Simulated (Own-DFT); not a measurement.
## Calculated data, SiC (4H silicon carbide, atoms displaced)

All values are calculated (Own-DFT development build). A calculation, not a measurement: plane-wave PBE density functional theory by an unreviewed code, no spin, of a simulated periodic cell, stress positive in tension, free energy of the whole cell less one offset for each atom, forces on such cells passed a denser k mesh, this cell's mesh not checked; offsets are fitted by least squares, one for each functional and potential file, so energies compare only between cells with the same atoms and settings and are not formation energies; the far tail of each file's local potential was reset to the Coulomb form; each entry is a single point on an unrelaxed cell, so the pressure reflects the starting lattice, mostly measured values (interpolated for alloys), from which strain is counted, and rises with the displacements; printed positions are rounded, which can move forces by about a meV/angstrom; the program, named Own-DFT, is a retired in-house code; no spin-orbit coupling.

Settings shared by all entries: functional PBE; potential files PseudoDojo norm-conserving, scalar-relativistic, standard set; wave cutoff 42 hartree; occupations Fermi-Dirac; smearing width 0.1 eV; hardware one NVIDIA H100; k mesh 4 x 4 x 3 centred on Gamma.

(1) 
```cif
# cell vector a (Å): 9.2481 0.0000 0.0000
# cell vector b (Å): -4.6241 8.0091 0.0000
# cell vector c (Å): 0.0000 0.0000 10.0681
data_SiC
_symmetry_space_group_name_H-M 'P 1'
_symmetry_Int_Tables_number 1
_cell_length_a 9.2481
_cell_length_b 9.2481
_cell_length_c 10.0681
_cell_angle_alpha 90.000
_cell_angle_beta 90.000
_cell_angle_gamma 120.000
_cell_volume 745.73
loop_
_atom_site_label
_atom_site_type_symbol
_atom_site_fract_x
_atom_site_fract_y
_atom_site_fract_z
_atom_site_occupancy
Si1 Si 0.99662 0.99710 0.40256 1
Si2 Si 0.13140 0.23706 0.15731 1
C1 C 0.00608 0.98438 0.09140 1
C2 C 0.10757 0.21587 0.33984 1
Si3 Si 0.00909 0.34371 0.41284 1
Si4 Si 0.11171 0.55247 0.16106 1
C3 C 0.99534 0.33888 0.09660 1
C4 C 0.11444 0.55854 0.36355 1
Si5 Si 0.99425 0.65518 0.41718 1
Si6 Si 0.11735 0.89501 0.14773 1
C5 C 0.00066 0.65831 0.08971 1
C6 C 0.10488 0.89263 0.34499 1
Si7 Si 0.33601 0.99971 0.41561 1
Si8 Si 0.43805 0.22609 0.15192 1
C7 C 0.34377 0.00566 0.09648 1
C8 C 0.44287 0.21215 0.35324 1
Si9 Si 0.33783 0.34269 0.39728 1
Si10 Si 0.44243 0.55391 0.14053 1
C9 C 0.34744 0.32678 0.09332 1
C10 C 0.43531 0.56687 0.34759 1
Si11 Si 0.33202 0.66558 0.40515 1
Si12 Si 0.44938 0.88811 0.16517 1
C11 C 0.31954 0.66453 0.09687 1
C12 C 0.44453 0.89648 0.35030 1
Si13 Si 0.66933 0.02059 0.40867 1
Si14 Si 0.77498 0.21001 0.15791 1
C13 C 0.66900 0.00596 0.09180 1
C14 C 0.79638 0.22778 0.35117 1
Si15 Si 0.67052 0.33240 0.40235 1
Si16 Si 0.78028 0.55615 0.15137 1
C15 C 0.65710 0.32564 0.10850 1
C16 C 0.77824 0.54923 0.34950 1
Si17 Si 0.65638 0.65040 0.39508 1
Si18 Si 0.76078 0.86965 0.15468 1
C17 C 0.67982 0.67104 0.09734 1
C18 C 0.77657 0.90001 0.33648 1
Si19 Si 0.00780 0.99845 0.90769 1
Si20 Si 0.90107 0.78251 0.64531 1
C19 C 0.00643 0.01204 0.58505 1
C20 C 0.89525 0.78509 0.84181 1
Si21 Si 0.00802 0.67297 0.91545 1
Si22 Si 0.88238 0.44461 0.65007 1
C21 C 0.00626 0.66479 0.59855 1
C22 C 0.88856 0.44356 0.83491 1
Si23 Si 0.99239 0.32783 0.91140 1
Si24 Si 0.89320 0.11538 0.65275 1
C23 C 0.00300 0.32768 0.60315 1
C24 C 0.88178 0.10940 0.84711 1
Si25 Si 0.66557 0.99408 0.90761 1
Si26 Si 0.53875 0.77908 0.65084 1
C25 C 0.66657 0.01451 0.58723 1
C26 C 0.54890 0.78252 0.83580 1
Si27 Si 0.66886 0.66567 0.91017 1
Si28 Si 0.54894 0.43655 0.64461 1
C27 C 0.66290 0.66409 0.59704 1
C28 C 0.56106 0.45333 0.84476 1
Si29 Si 0.66890 0.33574 0.89476 1
Si30 Si 0.56369 0.09120 0.65548 1
C29 C 0.65628 0.33734 0.61179 1
C30 C 0.56445 0.12529 0.83965 1
Si31 Si 0.33843 0.99959 0.90963 1
Si32 Si 0.21875 0.76379 0.65720 1
C31 C 0.33150 0.99128 0.59203 1
C32 C 0.21761 0.78442 0.84612 1
Si33 Si 0.32766 0.65939 0.89626 1
Si34 Si 0.23012 0.45077 0.66112 1
C33 C 0.32551 0.66728 0.58851 1
C34 C 0.21720 0.44497 0.84228 1
Si35 Si 0.32575 0.32433 0.91532 1
Si36 Si 0.22875 0.11478 0.65996 1
C35 C 0.34661 0.34074 0.58070 1
C36 C 0.20654 0.11146 0.85316 1
_calc_free_energy_of_cell_above_offsets '0.144'  # eV
_calc_pressure 7.23  # GPa
_calc_stress_xx -7.87  # GPa
_calc_stress_yy -7.63  # GPa
_calc_stress_zz -6.19  # GPa
_calc_stress_yz -1.01  # GPa
_calc_stress_xz 0.99  # GPa
_calc_stress_xy 0.64  # GPa
_calc_wall_time 352.7  # s
```

Force:
```
element  x (eV/Å)  y (eV/Å)  z (eV/Å)
     Si    -0.621     0.488    -0.832
     Si    -2.594    -3.167    -0.102
      C      -4.1     3.087    -0.591
      C     0.533     2.444     0.505
     Si      1.59    -2.328     0.563
     Si    -1.888     0.002     1.002
      C     2.026    -1.263    -0.097
      C    -0.534    -0.045    -3.417
     Si    -0.464     3.031    -1.604
     Si     2.069     -2.26     2.954
      C    -0.163     1.072      2.66
      C     2.346    -1.849    -0.301
     Si    -2.494    -0.668     -1.88
     Si     5.855    -3.714     3.961
      C    -0.478    -1.008    -0.499
      C    -0.619     2.572    -2.096
     Si    -0.126    -2.133     0.702
     Si    -0.073     0.884     2.353
      C    -5.779     3.842    -0.807
      C     3.534    -2.703    -3.263
     Si    -1.465     2.796     0.997
     Si    -1.199     0.731     -0.98
      C     3.254     0.506    -1.534
      C     1.051    -0.939    -0.448
     Si     1.543    -3.295    -1.211
     Si     -0.64     3.016     1.132
      C     0.461    -3.566     0.106
      C    -2.301      0.96    -1.368
     Si    -0.649    -1.008     1.589
     Si     1.574    -1.669     1.563
      C     1.677     1.182    -2.375
      C    -0.367     0.586      -1.7
     Si    -0.144     3.426     2.585
     Si     1.763     6.115     1.171
      C    -2.595     -3.32    -1.795
      C    -0.299    -1.852     1.388
     Si    -4.548    -1.588     0.957
     Si    -2.329         0     1.896
      C     0.491    -1.261      1.42
      C    -0.002    -1.239    -0.029
     Si    -1.622    -1.555    -3.508
     Si     0.673    -0.916     1.731
      C    -1.249    -0.411    -0.749
      C     0.611     0.985     2.143
     Si     -0.67      0.89     -1.55
     Si    -0.254    -1.493     1.568
      C    -0.683     2.547    -1.819
      C     1.632    -0.488    -0.365
     Si    -1.259     1.584    -0.644
     Si     3.632     0.194    -0.364
      C     6.461    -4.067    -1.002
      C     0.655    -1.063     1.624
     Si     0.245     1.288    -2.405
     Si    -0.865     3.823     3.254
      C    -0.064     0.955    -1.788
      C    -1.509    -1.985    -0.045
     Si    -0.094     1.413     1.805
     Si    -8.522      5.55     2.977
      C     4.758    -3.029    -4.028
      C    -0.085    -3.918      0.51
     Si    -0.142     1.339    -0.532
     Si    -1.597     3.009     0.816
      C     0.382     0.039     2.819
      C     2.159    -0.942    -0.715
     Si    -1.038     2.114       1.9
     Si     0.119    -1.686    -1.721
      C     1.521    -1.035     0.793
      C     0.906    -1.308      1.63
     Si     0.939     2.128    -3.107
     Si    -0.275     0.048    -1.102
      C    -3.241    -1.401     1.837
      C     5.178     1.526     -2.54
```

(2) 
```cif
# cell vector a (Å): 9.2481 0.0000 0.0000
# cell vector b (Å): -4.6241 8.0091 0.0000
# cell vector c (Å): 0.0000 0.0000 10.0681
data_SiC
_symmetry_space_group_name_H-M 'P 1'
_symmetry_Int_Tables_number 1
_cell_length_a 9.2481
_cell_length_b 9.2481
_cell_length_c 10.0681
_cell_angle_alpha 90.000
_cell_angle_beta 90.000
_cell_angle_gamma 120.000
_cell_volume 745.73
loop_
_atom_site_label
_atom_site_type_symbol
_atom_site_fract_x
_atom_site_fract_y
_atom_site_fract_z
_atom_site_occupancy
Si1 Si 0.99843 0.01209 0.41043 1
Si2 Si 0.11157 0.22923 0.13889 1
C1 C 0.00475 0.00377 0.09426 1
C2 C 0.09857 0.22115 0.34664 1
Si3 Si 0.99124 0.32478 0.40164 1
Si4 Si 0.11581 0.55218 0.15306 1
C3 C 0.00947 0.34622 0.09935 1
C4 C 0.11563 0.55889 0.34014 1
Si5 Si 0.01053 0.67147 0.41314 1
Si6 Si 0.11506 0.89260 0.16676 1
C5 C 0.00246 0.66670 0.09249 1
C6 C 0.11358 0.88685 0.34074 1
Si7 Si 0.33623 0.00009 0.39977 1
Si8 Si 0.45339 0.21504 0.15500 1
C7 C 0.34218 0.99557 0.08114 1
C8 C 0.44374 0.21218 0.34798 1
Si9 Si 0.31806 0.32012 0.39858 1
Si10 Si 0.44528 0.55438 0.16098 1
C9 C 0.34547 0.33188 0.08396 1
C10 C 0.44841 0.55871 0.34779 1
Si11 Si 0.33009 0.66129 0.39735 1
Si12 Si 0.44446 0.89089 0.15065 1
C11 C 0.33689 0.67135 0.08473 1
C12 C 0.43635 0.88283 0.33397 1
Si13 Si 0.66251 0.99005 0.40978 1
Si14 Si 0.77305 0.21201 0.15008 1
C13 C 0.65823 0.99427 0.10093 1
C14 C 0.77629 0.22657 0.34543 1
Si15 Si 0.65505 0.33330 0.39801 1
Si16 Si 0.77502 0.56132 0.14738 1
C15 C 0.66595 0.33825 0.08988 1
C16 C 0.77973 0.55764 0.32964 1
Si17 Si 0.66756 0.66588 0.41171 1
Si18 Si 0.77055 0.89074 0.15873 1
C17 C 0.66472 0.66482 0.09459 1
C18 C 0.77800 0.89875 0.34166 1
Si19 Si 0.01648 0.00435 0.91007 1
Si20 Si 0.88963 0.77377 0.65824 1
C19 C 0.99598 0.98921 0.59251 1
C20 C 0.89239 0.78240 0.85367 1
Si21 Si 0.00515 0.67553 0.91112 1
Si22 Si 0.89370 0.44547 0.65651 1
C21 C 0.00211 0.67867 0.60843 1
C22 C 0.89676 0.44825 0.83513 1
Si23 Si 0.99894 0.32554 0.91034 1
Si24 Si 0.88447 0.09713 0.65763 1
C23 C 0.99724 0.34296 0.59545 1
C24 C 0.88268 0.11016 0.83980 1
Si25 Si 0.66650 0.99600 0.90407 1
Si26 Si 0.55099 0.77152 0.64818 1
C25 C 0.66669 0.00231 0.58849 1
C26 C 0.55380 0.78428 0.84187 1
Si27 Si 0.68424 0.68417 0.89904 1
Si28 Si 0.55927 0.46094 0.65469 1
C27 C 0.66443 0.66507 0.59312 1
C28 C 0.55954 0.43602 0.84731 1
Si29 Si 0.66487 0.33896 0.91621 1
Si30 Si 0.54919 0.11026 0.66453 1
C29 C 0.66807 0.34200 0.59036 1
C30 C 0.56663 0.11429 0.83757 1
Si31 Si 0.34596 0.00216 0.91306 1
Si32 Si 0.21492 0.77451 0.65054 1
C31 C 0.33495 0.99981 0.59305 1
C32 C 0.21678 0.77728 0.84514 1
Si33 Si 0.32919 0.67070 0.91147 1
Si34 Si 0.22159 0.44105 0.64519 1
C33 C 0.33884 0.66549 0.59227 1
C34 C 0.21576 0.43542 0.84130 1
Si35 Si 0.32683 0.31744 0.90296 1
Si36 Si 0.22813 0.10258 0.65090 1
C35 C 0.33934 0.32305 0.58824 1
C36 C 0.21931 0.10602 0.85357 1
_calc_free_energy_of_cell_above_offsets '-3.471'  # eV
_calc_pressure 6.19  # GPa
_calc_stress_xx -6.41  # GPa
_calc_stress_yy -4.7  # GPa
_calc_stress_zz -7.47  # GPa
_calc_stress_yz -0.1  # GPa
_calc_stress_xz 0.08  # GPa
_calc_stress_xy -0.28  # GPa
_calc_wall_time 350.5  # s
```

Force:
```
element  x (eV/Å)  y (eV/Å)  z (eV/Å)
     Si     0.777     -2.71    -1.211
     Si      2.07    -0.818     2.566
      C    -0.806    -0.285     0.483
      C     1.986     0.286     -1.99
     Si    -1.268     2.524     1.587
     Si      -1.3      3.42     0.737
      C    -1.206    -3.693    -2.162
      C     -0.52    -1.306     0.558
     Si    -1.581    -1.015    -1.297
     Si      0.05    -0.781    -3.728
      C    -0.162     0.447     0.894
      C    -0.835     1.318       2.8
     Si     0.082    -1.554     1.426
     Si    -1.833     0.288    -0.135
      C    -1.626     0.914     5.042
      C    -2.314     0.996    -2.672
     Si     1.588     1.505     1.083
     Si     0.292    -0.011    -1.873
      C    -1.489    -0.206     2.713
      C    -0.199    -1.651    -0.688
     Si     0.227     0.929     1.417
     Si     -0.21    -1.664     0.809
      C     0.373        -1     3.408
      C     0.957     0.355     1.459
     Si    -1.846     2.246    -1.586
     Si     -0.22     2.622     2.059
      C     1.344     0.917    -2.753
      C    -0.845    -1.679    -1.319
     Si      3.08     1.377     1.927
     Si     1.798    -0.092     0.782
      C     1.596    -0.919     2.067
      C    -0.275     0.272      3.04
     Si     0.857     0.447    -2.502
     Si     2.011    -0.791    -0.511
      C    -0.872     1.765    -0.999
      C     1.269    -1.793     1.152
     Si    -3.859    -1.323     0.091
     Si    -1.939     1.052     1.316
      C     0.285      1.32     0.569
      C     1.569     1.142    -2.332
     Si     0.288    -2.059     -0.99
     Si    -2.488     0.219    -0.161
      C     0.959    -2.914    -3.543
      C    -0.879    -0.109     3.777
     Si    -0.945     1.871    -2.011
     Si    -0.889     2.321    -0.706
      C     2.505    -2.548    -1.994
      C     1.938    -0.791     1.868
     Si    -0.295     0.747     0.244
     Si    -0.016     2.282     1.726
      C    -0.284    -1.071      1.59
      C     0.803    -1.669      -0.6
     Si    -3.717    -3.357     2.109
     Si      1.63    -4.816     1.233
      C      0.66     2.107     0.149
      C     -2.67     2.541    -1.572
     Si     2.861    -0.671    -4.147
     Si      1.41     1.458    -3.573
      C     -0.02    -0.329     0.021
      C    -1.268     0.003     3.694
     Si    -0.932    -0.573    -4.915
     Si     2.806     1.085     2.192
      C     0.842    -1.444    -0.889
      C     1.328     1.233    -0.597
     Si     0.872    -1.567    -3.661
     Si     0.146    -0.677     1.779
      C    -2.099    -0.461    -1.393
      C     1.124     0.731     0.154
     Si     0.223     3.966    -0.625
     Si    -2.057     1.037     1.578
      C    -1.958     1.008      0.04
      C     3.115    -0.401    -3.004
```

(3) 
```cif
# cell vector a (Å): 9.2481 0.0000 0.0000
# cell vector b (Å): -4.6241 8.0091 0.0000
# cell vector c (Å): 0.0000 0.0000 10.0681
data_SiC
_symmetry_space_group_name_H-M 'P 1'
_symmetry_Int_Tables_number 1
_cell_length_a 9.2481
_cell_length_b 9.2481
_cell_length_c 10.0681
_cell_angle_alpha 90.000
_cell_angle_beta 90.000
_cell_angle_gamma 120.000
_cell_volume 745.73
loop_
_atom_site_label
_atom_site_type_symbol
_atom_site_fract_x
_atom_site_fract_y
_atom_site_fract_z
_atom_site_occupancy
Si1 Si 0.99127 0.99451 0.40332 1
Si2 Si 0.11505 0.22552 0.14771 1
C1 C 0.00893 0.99638 0.09092 1
C2 C 0.09382 0.21545 0.34574 1
Si3 Si 0.00358 0.33517 0.40625 1
Si4 Si 0.10270 0.55378 0.16254 1
C3 C 0.98817 0.32647 0.09993 1
C4 C 0.12042 0.55945 0.33886 1
Si5 Si 0.99750 0.66152 0.39597 1
Si6 Si 0.11561 0.88710 0.15270 1
C5 C 0.99936 0.66554 0.09492 1
C6 C 0.10801 0.88265 0.34377 1
Si7 Si 0.33504 0.99052 0.40834 1
Si8 Si 0.43943 0.22869 0.15309 1
C7 C 0.32800 0.99230 0.09709 1
C8 C 0.44299 0.20774 0.35065 1
Si9 Si 0.33709 0.33649 0.39906 1
Si10 Si 0.44865 0.56483 0.16132 1
C9 C 0.32468 0.32246 0.09165 1
C10 C 0.43631 0.55213 0.33245 1
Si11 Si 0.33742 0.66182 0.40571 1
Si12 Si 0.44887 0.88630 0.15278 1
C11 C 0.33940 0.68120 0.09259 1
C12 C 0.45146 0.88379 0.33607 1
Si13 Si 0.65473 0.98693 0.41166 1
Si14 Si 0.77166 0.21378 0.14473 1
C13 C 0.66019 0.99262 0.10156 1
C14 C 0.78205 0.24342 0.34168 1
Si15 Si 0.65046 0.32972 0.39792 1
Si16 Si 0.78827 0.56788 0.16705 1
C15 C 0.66488 0.33145 0.09015 1
C16 C 0.78395 0.55308 0.34611 1
Si17 Si 0.66148 0.65721 0.41087 1
Si18 Si 0.77892 0.89567 0.15711 1
C17 C 0.64983 0.65793 0.09047 1
C18 C 0.78525 0.88709 0.35159 1
Si19 Si 0.98645 0.99210 0.90323 1
Si20 Si 0.88442 0.76818 0.65176 1
C19 C 0.98880 0.98980 0.60009 1
C20 C 0.89332 0.77298 0.84371 1
Si21 Si 0.98558 0.65392 0.90917 1
Si22 Si 0.88748 0.43730 0.64770 1
C21 C 0.98926 0.67062 0.58999 1
C22 C 0.88411 0.43637 0.83990 1
Si23 Si 0.99746 0.32677 0.91191 1
Si24 Si 0.90400 0.13041 0.64386 1
C23 C 0.01148 0.33658 0.59708 1
C24 C 0.87991 0.11296 0.84309 1
Si25 Si 0.66580 0.99364 0.90519 1
Si26 Si 0.55794 0.78448 0.65295 1
C25 C 0.67398 0.00607 0.59153 1
C26 C 0.55285 0.77707 0.84571 1
Si27 Si 0.66212 0.66453 0.90054 1
Si28 Si 0.57052 0.46161 0.64865 1
C27 C 0.65919 0.67196 0.59569 1
C28 C 0.56969 0.43664 0.83556 1
Si29 Si 0.65870 0.32504 0.90049 1
Si30 Si 0.54943 0.10514 0.65837 1
C29 C 0.65927 0.32954 0.59484 1
C30 C 0.54932 0.11130 0.84017 1
Si31 Si 0.34390 0.99580 0.91145 1
Si32 Si 0.21781 0.76828 0.65379 1
C31 C 0.32770 0.99303 0.59511 1
C32 C 0.21426 0.77418 0.84251 1
Si33 Si 0.32577 0.66311 0.90081 1
Si34 Si 0.21134 0.44765 0.65585 1
C33 C 0.33449 0.65766 0.58773 1
C34 C 0.22814 0.45383 0.83778 1
Si35 Si 0.32845 0.33270 0.90684 1
Si36 Si 0.22330 0.09873 0.66531 1
C35 C 0.32070 0.32637 0.59149 1
C36 C 0.22867 0.11820 0.84028 1
_calc_free_energy_of_cell_above_offsets '-3.364'  # eV
_calc_pressure 5.87  # GPa
_calc_stress_xx -5.96  # GPa
_calc_stress_yy -6.01  # GPa
_calc_stress_zz -5.65  # GPa
_calc_stress_yz -0.3  # GPa
_calc_stress_xz -0.14  # GPa
_calc_stress_xy -0.75  # GPa
_calc_wall_time 348  # s
```

Force:
```
element  x (eV/Å)  y (eV/Å)  z (eV/Å)
     Si     2.886     1.116     1.965
     Si    -1.992    -1.934     2.281
      C    -2.456     0.461    -0.156
      C     2.938     0.391    -1.593
     Si    -1.623     0.304    -0.741
     Si     1.668     0.164    -2.336
      C     2.198     1.259    -1.734
      C    -0.664    -0.548     2.335
     Si     1.248     1.037     2.338
     Si    -0.678    -0.361     1.069
      C    -0.217    -0.024     0.104
      C     0.269     0.821    -0.555
     Si    -0.937    -0.612    -0.357
     Si     2.609    -2.223     0.741
      C      1.75     1.718     -0.56
      C    -3.248     1.135    -2.596
     Si    -1.439     -2.57     1.986
     Si    -1.821    -1.312    -3.718
      C    -0.138     3.215    -0.127
      C     2.107    -0.117     3.587
     Si     -1.15     0.861    -0.965
     Si    -2.149     0.975     1.021
      C    -0.504    -4.158    -0.794
      C    -1.507    -0.659     1.831
     Si     2.024     2.974    -1.681
     Si    -1.555     1.152     3.132
      C     1.274       1.3      -2.6
      C     0.777    -2.882    -0.069
     Si      3.81      0.54      2.21
     Si    -1.944     -2.08    -3.114
      C    -0.537     0.507     0.153
      C    -2.987    -0.269     0.351
     Si     0.243     1.505    -1.368
     Si     1.506    -1.836     0.504
      C     3.231     2.087     0.341
      C    -3.543    -1.874     -1.73
     Si     2.037     1.151    -0.443
     Si    -1.932      2.17     1.689
      C      1.21     1.328    -1.106
      C    -2.239     -0.03     -0.37
     Si     1.505     0.348    -0.765
     Si    -1.517     0.908     1.176
      C     3.774    -2.649    -1.361
      C      0.53    -0.131     0.327
     Si    -0.621     1.463    -0.978
     Si    -0.339    -5.005     2.709
      C    -3.483     1.268    -2.762
      C      1.65     -0.43     -0.47
     Si    -1.319     0.895     0.304
     Si     -0.61    -0.034     1.239
      C    -1.012     -0.03     0.896
      C    -0.159    -0.348    -1.324
     Si     1.281    -1.212     0.602
     Si    -2.092    -4.367     1.571
      C     1.612     0.108    -1.123
      C    -4.558     2.544     0.316
     Si     2.101     0.713     1.303
     Si    -0.006     0.817    -1.149
      C     0.906     0.279    -1.586
      C      2.08    -1.537     0.987
     Si    -3.306    -0.211    -0.695
     Si     -0.89     0.622     0.067
      C     1.444    -0.848    -0.397
      C     0.476    -0.279     0.173
     Si     0.171     1.526     1.443
     Si     5.213    -0.253     0.313
      C    -1.007     1.815     0.645
      C    -0.601    -2.234     1.675
     Si     1.658     0.512    -1.866
     Si    -2.189     1.709    -2.747
      C     1.267     1.099    -0.118
      C    -0.484    -1.735     2.666
```
